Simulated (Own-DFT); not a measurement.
Si12O23 (quartz with two neutral oxygen vacancies, atoms displaced) (calculated)

Computed with Own-DFT development build. A calculation, not a measurement: plane-wave PBE and HSE06 DFT by an unreviewed code, no spin, of a simulated cell at Gamma alone, so results move with cell size and shape, stress positive in tension, energies less offsets, not probed for a lower state with spin; oxygen file: force components 24 meV/angstrom off all-electron in a glass; k mesh not checked against a denser one; forces and stress are PBE's, HSE06 gives the energy alone, and its difference from PBE has offsets of its own; offsets are fitted by least squares, one for each functional and potential file, so energies compare only between cells with the same atoms and settings and are not formation energies; the far tail of each file's local potential was reset to the Coulomb form; each entry is a single point on an unrelaxed cell, so the pressure reflects the starting lattice, mostly measured values (interpolated for alloys), from which strain is counted, and rises with the displacements; printed positions are rounded, which can move forces by about a meV/angstrom; the program, named Own-DFT, is a retired in-house code; no spin-orbit coupling.

Settings shared by all entries: first functional PBE; second functional HSE06; exact exchange share 0.25; screening 0.11 1/bohr; exchange divergence Gygi-Baldereschi; potential files PseudoDojo norm-conserving, scalar-relativistic, made for PBE, standard set; wave cutoff 48 hartree; occupations fixed; k mesh 1 x 1 x 1 centred on Gamma.

(1) 
```cif
# cell vector a (Å): 9.8268 0.0000 0.0000
# cell vector b (Å): -4.9134 8.5103 0.0000
# cell vector c (Å): 0.0000 0.0000 10.8104
data_Si12O23
_symmetry_space_group_name_H-M 'P 1'
_symmetry_Int_Tables_number 1
_cell_length_a 9.8268
_cell_length_b 9.8268
_cell_length_c 10.8104
_cell_angle_alpha 90.000
_cell_angle_beta 90.000
_cell_angle_gamma 120.000
_cell_volume 904.06
loop_
_atom_site_label
_atom_site_type_symbol
_atom_site_fract_x
_atom_site_fract_y
_atom_site_fract_z
_atom_site_occupancy
Si1 Si 0.23886 0.00112 0.00025 1
Si2 Si 0.99819 0.23199 0.33409 1
Si3 Si 0.25686 0.25844 0.16300 1
O1 O 0.20928 0.13533 0.06114 1
O2 O 0.42132 0.28997 0.22738 1
O3 O 0.36465 0.07360 0.39288 1
O4 O 0.07289 0.36458 0.44570 1
O5 O 0.12876 0.20044 0.27774 1
O6 O 0.29193 0.42899 0.10457 1
Si4 Si 0.24170 0.00233 0.50072 1
Si5 Si 0.99789 0.23576 0.82789 1
Si6 Si 0.26709 0.26657 0.66957 1
O7 O 0.20841 0.13690 0.56068 1
O8 O 0.43256 0.29787 0.72811 1
O9 O 0.36897 0.07212 0.89104 1
O10 O 0.06712 0.35911 0.94098 1
O11 O 0.13077 0.20740 0.77134 1
O12 O 0.29577 0.42953 0.60000 1
Si7 Si 0.23626 0.50547 0.00591 1
Si8 Si 0.00353 0.73941 0.33229 1
Si9 Si 0.26394 0.76273 0.16591 1
O13 O 0.20127 0.63042 0.06352 1
O14 O 0.42886 0.79325 0.22698 1
O15 O 0.36450 0.57362 0.39404 1
O16 O 0.08145 0.87287 0.44248 1
O17 O 0.13825 0.71027 0.26758 1
O18 O 0.29314 0.92679 0.10767 1
Si10 Si 0.23884 0.49486 0.50383 1
Si11 Si 0.00377 0.74181 0.83275 1
Si12 Si 0.27039 0.76620 0.67004 1
O19 O 0.20402 0.63568 0.56261 1
O20 O 0.42756 0.79153 0.72286 1
O21 O 0.37086 0.57428 0.89332 1
O22 O 0.07363 0.86794 0.94153 1
O23 O 0.13517 0.70055 0.77089 1
O24 O 0.29650 0.93282 0.60591 1
Si13 Si 0.74133 0.00394 0.99816 1
Si14 Si 0.50124 0.23347 0.33124 1
Si15 Si 0.76137 0.26301 0.16309 1
O25 O 0.70274 0.12461 0.05474 1
O26 O 0.86801 0.07486 0.39113 1
O27 O 0.57226 0.36747 0.44561 1
O28 O 0.78836 0.42613 0.10319 1
Si16 Si 0.73110 0.99612 0.50119 1
Si17 Si 0.50519 0.24224 0.82935 1
Si18 Si 0.76425 0.26695 0.66343 1
O29 O 0.70855 0.12947 0.55698 1
O30 O 0.93117 0.29333 0.72590 1
O31 O 0.87013 0.06236 0.88996 1
O32 O 0.57631 0.37003 0.94592 1
O33 O 0.63271 0.20938 0.77487 1
O34 O 0.79444 0.42613 0.60871 1
Si19 Si 0.73616 0.50415 0.99991 1
Si20 Si 0.50296 0.73450 0.33335 1
Si21 Si 0.76615 0.76606 0.16389 1
O35 O 0.70846 0.63359 0.05920 1
O36 O 0.92643 0.79436 0.22666 1
O37 O 0.86965 0.57211 0.39856 1
O38 O 0.56779 0.86547 0.44447 1
O39 O 0.63481 0.70785 0.27279 1
O40 O 0.79700 0.93220 0.10632 1
Si22 Si 0.73439 0.49206 0.49920 1
Si23 Si 0.50145 0.73272 0.83955 1
Si24 Si 0.76562 0.76203 0.66788 1
O41 O 0.70870 0.63595 0.55970 1
O42 O 0.92626 0.79891 0.72518 1
O43 O 0.86097 0.56466 0.89382 1
O44 O 0.57370 0.86801 0.94361 1
O45 O 0.63203 0.70585 0.77202 1
O46 O 0.79575 0.93211 0.60764 1
_calc_PBE_energy_of_cell_above_offsets '-20.544'  # eV
_calc_HSE06_less_PBE_above_offsets '0.133'  # eV
_calc_PBE_pressure 7.04  # GPa
_calc_PBE_stress_xx -7.64  # GPa
_calc_PBE_stress_yy -5.54  # GPa
_calc_PBE_stress_zz -7.94  # GPa
_calc_PBE_stress_yz 0.46  # GPa
_calc_PBE_stress_xz -1.34  # GPa
_calc_PBE_stress_xy 0.86  # GPa
```

Force:
```
element  x (eV/Å)  y (eV/Å)  z (eV/Å)
     Si     0.107     0.466    -0.563
     Si    -2.071     2.437     -0.72
     Si     0.364     3.133     3.324
      O    -0.012    -2.418    -2.615
      O    -0.903      0.47    -0.581
      O     1.212     0.408    -1.162
      O    -0.483    -0.683    -0.816
      O     1.456     0.093     -1.55
      O     1.479    -1.682      2.15
     Si     -1.82     1.171      0.65
     Si     1.143    -1.842     3.423
     Si    -0.146     0.337     -1.31
      O     0.383    -0.161    -0.103
      O     -2.04     1.001    -1.841
      O    -0.034     0.788    -0.229
      O     0.887      1.93     1.172
      O     1.441    -0.021    -0.215
      O     4.521    -3.285      5.79
     Si    -0.562    -2.376    -4.168
     Si     0.517     -0.71     1.582
     Si     2.128     2.257    -0.141
      O    -0.825     0.206    -0.824
      O    -0.489     0.117    -0.744
      O     0.681     0.218    -0.769
      O    -1.307    -2.069    -1.614
      O    -2.901    -0.998     2.849
      O     0.382     0.048     0.094
     Si    -5.462     4.288    -3.803
     Si     0.314    -2.942    -0.628
     Si     -1.66     0.756    -2.696
      O     1.149    -1.597    -1.246
      O     3.052     0.292     2.278
      O    -1.624    -2.272     1.777
      O    -0.127     0.224     0.318
      O    -2.677     0.307     2.183
      O      1.83    -1.603     2.466
     Si     0.844    -2.123    -1.337
     Si     2.047     0.647    -1.113
     Si     0.216    -0.656     2.718
      O    -2.017     3.082     1.454
      O    -1.321    -2.643     1.381
      O    -1.189    -2.003    -1.291
      O     1.489    -0.492     1.487
     Si     1.876    -0.237    -1.462
     Si    -0.378    -0.898      4.41
     Si     1.741    -2.423     1.284
      O    -1.977       2.8     1.639
      O    -3.538     0.821    -2.933
      O     0.152     1.266    -0.845
      O    -1.607    -2.166    -1.879
      O     2.596    -0.197    -1.514
      O    -0.061     1.129    -0.103
     Si     0.003    -0.901    -0.159
     Si    -1.356    -0.065     1.007
     Si    -0.626     0.836     0.413
      O    -1.265     1.409     0.448
      O     0.401     0.202    -0.055
      O     1.109     1.372    -1.643
      O     -0.14    -0.727    -0.823
      O     0.896     -0.21    -0.289
      O     0.967    -0.934     0.984
     Si    -0.821     3.273     1.058
     Si    -0.186     2.473     -2.45
     Si    -2.223     1.578    -1.436
      O     0.727    -1.666    -1.024
      O     2.657     0.134      1.55
      O     2.088     3.316    -2.705
      O    -0.123     -0.43    -0.189
      O     0.119    -0.349     0.615
      O     0.997    -1.504     1.086
```

(2) 
```cif
# cell vector a (Å): 9.8268 0.0000 0.0000
# cell vector b (Å): -4.9134 8.5103 0.0000
# cell vector c (Å): 0.0000 0.0000 10.8104
data_Si12O23
_symmetry_space_group_name_H-M 'P 1'
_symmetry_Int_Tables_number 1
_cell_length_a 9.8268
_cell_length_b 9.8268
_cell_length_c 10.8104
_cell_angle_alpha 90.000
_cell_angle_beta 90.000
_cell_angle_gamma 120.000
_cell_volume 904.06
loop_
_atom_site_label
_atom_site_type_symbol
_atom_site_fract_x
_atom_site_fract_y
_atom_site_fract_z
_atom_site_occupancy
Si1 Si 0.23699 0.99988 0.00176 1
Si2 Si 0.00313 0.23535 0.33136 1
Si3 Si 0.26800 0.26857 0.16751 1
O1 O 0.20763 0.13562 0.05880 1
O2 O 0.42746 0.29455 0.22901 1
O3 O 0.36078 0.06880 0.39159 1
O4 O 0.07018 0.36300 0.44124 1
O5 O 0.13389 0.20460 0.27338 1
O6 O 0.29061 0.42967 0.10803 1
Si4 Si 0.23169 0.99125 0.50212 1
Si5 Si 0.99925 0.23663 0.83524 1
Si6 Si 0.25991 0.26283 0.66988 1
O7 O 0.20224 0.13209 0.56156 1
O8 O 0.42305 0.29811 0.73226 1
O9 O 0.36183 0.07396 0.89356 1
O10 O 0.07941 0.36500 0.93462 1
O11 O 0.13666 0.21042 0.77748 1
O12 O 0.29063 0.42239 0.60524 1
Si7 Si 0.23621 0.50643 0.99858 1
Si8 Si 0.99224 0.73083 0.33019 1
Si9 Si 0.26013 0.76009 0.16663 1
O13 O 0.20894 0.63248 0.05890 1
O14 O 0.36754 0.57113 0.39006 1
O15 O 0.07322 0.86337 0.43960 1
O16 O 0.12679 0.69676 0.27433 1
O17 O 0.29271 0.92585 0.11261 1
Si10 Si 0.23887 0.50102 0.50013 1
Si11 Si 0.99927 0.74070 0.83465 1
Si12 Si 0.26284 0.76061 0.66830 1
O18 O 0.20734 0.62857 0.55942 1
O19 O 0.42618 0.79157 0.72694 1
O20 O 0.37151 0.57571 0.89431 1
O21 O 0.07951 0.86845 0.94025 1
O22 O 0.13321 0.70563 0.76869 1
O23 O 0.29374 0.92940 0.61021 1
Si13 Si 0.73134 0.99729 0.99767 1
Si14 Si 0.50153 0.23507 0.33413 1
Si15 Si 0.76315 0.25905 0.16939 1
O24 O 0.70327 0.13595 0.06010 1
O25 O 0.92024 0.29200 0.22459 1
O26 O 0.86231 0.07385 0.39223 1
O27 O 0.57694 0.36737 0.44355 1
O28 O 0.63440 0.20797 0.27147 1
O29 O 0.78952 0.42721 0.10793 1
Si16 Si 0.74010 0.00140 0.49513 1
Si17 Si 0.50401 0.23423 0.83654 1
Si18 Si 0.76576 0.25880 0.66467 1
O30 O 0.70942 0.13334 0.56195 1
O31 O 0.92895 0.29094 0.72600 1
O32 O 0.86903 0.07544 0.88938 1
O33 O 0.57835 0.36330 0.93600 1
O34 O 0.62921 0.20798 0.77149 1
O35 O 0.79518 0.43311 0.60781 1
Si19 Si 0.73829 0.49392 0.99555 1
Si20 Si 0.49421 0.73560 0.33171 1
Si21 Si 0.76688 0.76554 0.17042 1
O36 O 0.70828 0.63702 0.05924 1
O37 O 0.92169 0.79191 0.22540 1
O38 O 0.86888 0.57501 0.39298 1
O39 O 0.56905 0.86902 0.44107 1
O40 O 0.79430 0.92612 0.10532 1
Si22 Si 0.73236 0.50005 0.50172 1
Si23 Si 0.50142 0.73643 0.83066 1
Si24 Si 0.76562 0.76789 0.66792 1
O41 O 0.70297 0.63089 0.56272 1
O42 O 0.92829 0.79418 0.72775 1
O43 O 0.86469 0.57466 0.89777 1
O44 O 0.57625 0.86868 0.93854 1
O45 O 0.63469 0.70764 0.77491 1
O46 O 0.79132 0.92939 0.60853 1
_calc_PBE_energy_of_cell_above_offsets '-21.394'  # eV
_calc_HSE06_less_PBE_above_offsets '-0.083'  # eV
_calc_PBE_pressure 7.83  # GPa
_calc_PBE_stress_xx -7.57  # GPa
_calc_PBE_stress_yy -7.36  # GPa
_calc_PBE_stress_zz -8.56  # GPa
_calc_PBE_stress_yz -0.57  # GPa
_calc_PBE_stress_xz 0.16  # GPa
_calc_PBE_stress_xy -1.84  # GPa
```

Force:
```
element  x (eV/Å)  y (eV/Å)  z (eV/Å)
     Si    -0.055     0.948      1.11
     Si    -1.378      0.36     0.046
     Si    -0.328    -0.142    -0.957
      O     0.012     0.079     0.349
      O     0.218     0.457    -0.202
      O     0.708     0.812    -0.306
      O      0.35     0.634     0.087
      O     0.152    -0.274     0.005
      O     0.228    -0.105     0.231
     Si    -1.171     2.884    -0.372
     Si     1.486    -0.912    -1.857
     Si     1.564    -0.115    -0.725
      O     0.628    -1.266    -0.709
      O     1.326    -0.304     0.545
      O     1.187     0.007    -0.562
      O    -0.331     2.557     2.497
      O    -1.123    -0.838     0.904
      O     0.163     0.716     0.164
     Si     2.099    -2.889    -0.955
     Si      2.28      1.31     0.604
     Si      2.58     0.379     3.017
      O    -2.114      1.35    -0.047
      O    -0.002    -1.136     0.591
      O    -0.949    -0.952    -0.598
      O    -0.786    -0.038     -0.17
      O    -0.351     0.748     -0.63
     Si    -0.216    -1.862    -0.968
     Si     1.916    -2.082      0.03
     Si     0.698     1.195    -2.124
      O    -1.002     1.594     0.721
      O    -0.341     0.553    -0.785
      O    -0.107     -0.13    -0.116
      O    -0.884    -0.571     0.229
      O    -2.594    -0.713     2.522
      O     1.283    -1.414     1.184
     Si     1.702     2.356     1.197
     Si    -0.611    -0.751     0.991
     Si    -2.119     2.277     -2.39
      O     0.666    -1.991    -1.714
      O     4.008     0.278     1.922
      O     2.146     1.224    -2.598
      O     -1.33    -1.815    -1.332
      O    -1.256    -0.912     1.785
      O     1.313    -1.357     1.327
     Si    -2.746     -1.36     2.491
     Si    -3.715    -0.893    -2.375
     Si    -1.406      3.54     1.475
      O     0.047    -1.722    -2.089
      O    -1.042      0.55     -0.89
      O    -1.279    -1.969      1.49
      O    -0.462     1.377     1.985
      O     2.968    -0.654    -1.435
      O     1.444    -1.981     1.376
     Si    -3.489     1.175     3.755
     Si     0.543     1.478     -3.59
     Si    -5.403    -1.358    -0.935
      O      0.63    -1.449    -0.723
      O     2.973     1.118     1.049
      O     -1.45    -2.054     1.169
      O     0.152     0.146     0.247
      O    -0.253     0.992    -0.293
     Si     1.694     1.088    -0.086
     Si     0.193    -0.406      1.22
     Si     0.124    -0.476    -0.527
      O    -0.588     1.109     0.172
      O    -1.022     0.636    -1.044
      O     2.842     2.459    -3.479
      O    -1.542    -1.256    -0.819
      O      0.61    -0.141    -0.087
      O      0.51    -0.097     0.002
```

(3) 
```cif
# cell vector a (Å): 9.8268 0.0000 0.0000
# cell vector b (Å): -4.9134 8.5103 0.0000
# cell vector c (Å): 0.0000 0.0000 10.8104
data_Si12O23
_symmetry_space_group_name_H-M 'P 1'
_symmetry_Int_Tables_number 1
_cell_length_a 9.8268
_cell_length_b 9.8268
_cell_length_c 10.8104
_cell_angle_alpha 90.000
_cell_angle_beta 90.000
_cell_angle_gamma 120.000
_cell_volume 904.06
loop_
_atom_site_label
_atom_site_type_symbol
_atom_site_fract_x
_atom_site_fract_y
_atom_site_fract_z
_atom_site_occupancy
Si1 Si 0.23328 0.99868 0.00093 1
Si2 Si 0.99922 0.23796 0.33344 1
Si3 Si 0.26287 0.26396 0.16899 1
O1 O 0.20863 0.13191 0.05584 1
O2 O 0.42822 0.29191 0.22453 1
O3 O 0.37168 0.07900 0.39546 1
O4 O 0.07699 0.37301 0.43976 1
O5 O 0.13642 0.20976 0.27599 1
O6 O 0.29282 0.43372 0.10945 1
Si4 Si 0.23212 0.00147 0.50049 1
Si5 Si 0.00215 0.23762 0.83760 1
Si6 Si 0.26432 0.26777 0.66413 1
O7 O 0.20945 0.13541 0.56046 1
O8 O 0.42890 0.29108 0.72323 1
O9 O 0.36542 0.07584 0.89393 1
O10 O 0.07049 0.36606 0.93511 1
O11 O 0.12944 0.20609 0.76963 1
O12 O 0.28959 0.42620 0.60061 1
Si7 Si 0.23096 0.50191 0.99766 1
Si8 Si 0.00166 0.73497 0.33651 1
Si9 Si 0.27180 0.76463 0.16713 1
O13 O 0.20328 0.63333 0.06355 1
O14 O 0.42723 0.79204 0.22475 1
O15 O 0.36148 0.56641 0.39789 1
O16 O 0.07058 0.86428 0.44301 1
O17 O 0.13414 0.70740 0.27130 1
O18 O 0.29681 0.92998 0.10939 1
Si10 Si 0.23702 0.50283 0.49808 1
Si11 Si 0.00113 0.73895 0.83021 1
Si12 Si 0.26362 0.76136 0.66437 1
O19 O 0.20437 0.62873 0.55830 1
O20 O 0.43118 0.79305 0.72462 1
O21 O 0.37052 0.56859 0.89388 1
O22 O 0.07555 0.86677 0.94324 1
O23 O 0.13106 0.70444 0.77218 1
O24 O 0.29411 0.92887 0.60899 1
Si13 Si 0.73140 0.99994 0.00264 1
Si14 Si 0.49693 0.23755 0.33063 1
Si15 Si 0.76421 0.27098 0.16844 1
O25 O 0.70461 0.13271 0.05677 1
O26 O 0.92254 0.29005 0.22578 1
O27 O 0.86590 0.07264 0.39069 1
O28 O 0.57445 0.37020 0.43995 1
O29 O 0.62963 0.20931 0.27527 1
O30 O 0.79189 0.42882 0.10710 1
Si16 Si 0.73827 0.00166 0.49839 1
Si17 Si 0.50186 0.23900 0.83223 1
Si18 Si 0.76418 0.26132 0.66480 1
O31 O 0.70595 0.13369 0.55800 1
O32 O 0.92859 0.29310 0.73092 1
O33 O 0.86748 0.07118 0.89160 1
O34 O 0.57306 0.36828 0.94139 1
O35 O 0.63301 0.20764 0.77598 1
O36 O 0.79888 0.42740 0.60505 1
Si19 Si 0.73443 0.49733 0.00107 1
Si20 Si 0.50336 0.73572 0.33191 1
Si21 Si 0.76378 0.76102 0.16415 1
O37 O 0.71149 0.63458 0.06080 1
O38 O 0.93041 0.79765 0.22216 1
O39 O 0.86147 0.56908 0.39511 1
O40 O 0.57692 0.86864 0.44121 1
O41 O 0.63914 0.71252 0.27178 1
O42 O 0.79321 0.92447 0.10914 1
Si22 Si 0.73382 0.50077 0.50207 1
Si23 Si 0.50266 0.73567 0.83249 1
Si24 Si 0.76351 0.76773 0.66936 1
O43 O 0.70375 0.63304 0.56225 1
O44 O 0.86809 0.57602 0.89630 1
O45 O 0.57050 0.86411 0.94146 1
O46 O 0.79917 0.93131 0.61109 1
_calc_PBE_energy_of_cell_above_offsets '-22.286'  # eV
_calc_HSE06_less_PBE_above_offsets '0.043'  # eV
_calc_PBE_pressure 6.43  # GPa
_calc_PBE_stress_xx -5.68  # GPa
_calc_PBE_stress_yy -6.89  # GPa
_calc_PBE_stress_zz -6.72  # GPa
_calc_PBE_stress_yz -1.51  # GPa
_calc_PBE_stress_xz 0.18  # GPa
_calc_PBE_stress_xy 0.62  # GPa
```

Force:
```
element  x (eV/Å)  y (eV/Å)  z (eV/Å)
     Si     2.191     0.066    -0.098
     Si     0.634     0.258     0.611
     Si     0.375     0.793    -2.525
      O    -1.801     2.596     2.098
      O    -1.747     0.886    -1.688
      O    -1.046    -1.571     0.674
      O    -1.491    -1.908    -1.169
      O    -0.767    -0.504     0.738
      O      0.29     -1.38     0.361
     Si     1.968    -0.144    -0.094
     Si    -0.335    -3.393    -2.807
     Si     0.524     0.274      1.24
      O    -0.887    -0.124    -0.528
      O     -1.38     0.719     -0.95
      O     0.457     0.189    -0.486
      O     0.317     3.225     3.371
      O     0.948     0.041     0.017
      O     1.433    -0.671     1.929
     Si     1.143    -0.211     0.484
     Si     -1.08     -0.87    -2.138
     Si    -3.682     1.271    -0.473
      O     -0.01    -0.939    -1.524
      O     2.551     0.352     1.252
      O     3.597     3.855    -4.489
      O    -0.208     0.484     0.524
      O     0.068    -0.191     0.712
      O     0.479    -0.469     0.256
     Si    -1.594    -1.365     1.407
     Si    -2.731     0.013    -0.465
     Si     0.485     0.985     0.418
      O    -1.295     1.684     0.779
      O    -1.803     0.158    -1.075
      O    -0.533     0.054    -0.067
      O    -1.064    -1.396    -0.986
      O     0.819    -0.313    -0.229
      O     -0.09    -0.342    -0.316
     Si     2.256    -0.741    -1.162
     Si      0.91     0.506     2.476
     Si    -0.211    -2.488    -0.573
      O    -1.181     2.201     1.758
      O     0.333     0.531    -0.147
      O     0.583      0.32    -0.373
      O    -0.848     -0.67    -0.402
      O     1.892     -0.14    -0.999
      O      0.92    -0.033      1.08
     Si     0.272    -0.076      1.42
     Si    -0.523    -1.258      0.98
     Si     0.406      1.33     1.889
      O     0.038    -0.656     -0.64
      O    -1.698     0.221    -1.569
      O    -0.622     -0.66     1.125
      O     -0.54    -0.234    -0.062
      O     1.366    -0.089    -0.906
      O    -0.121    -0.103     0.308
     Si    -0.503     1.535    -1.348
     Si    -0.562    -1.129     1.381
     Si     1.296     1.861      0.62
      O    -0.566    -1.408    -1.317
      O     1.122    -0.539     1.495
      O      1.27      1.57    -1.484
      O    -0.739    -1.272    -0.762
      O    -1.019    -1.087     1.381
      O    -0.845     1.151    -0.858
     Si     0.075     -0.66     0.665
     Si     2.755    -0.744     -1.29
     Si     0.323    -1.322     3.743
      O    -0.313     0.301    -0.057
      O     0.473    -0.085     -0.45
      O    -0.277     0.348     0.657
      O    -0.458     1.408    -1.336
```
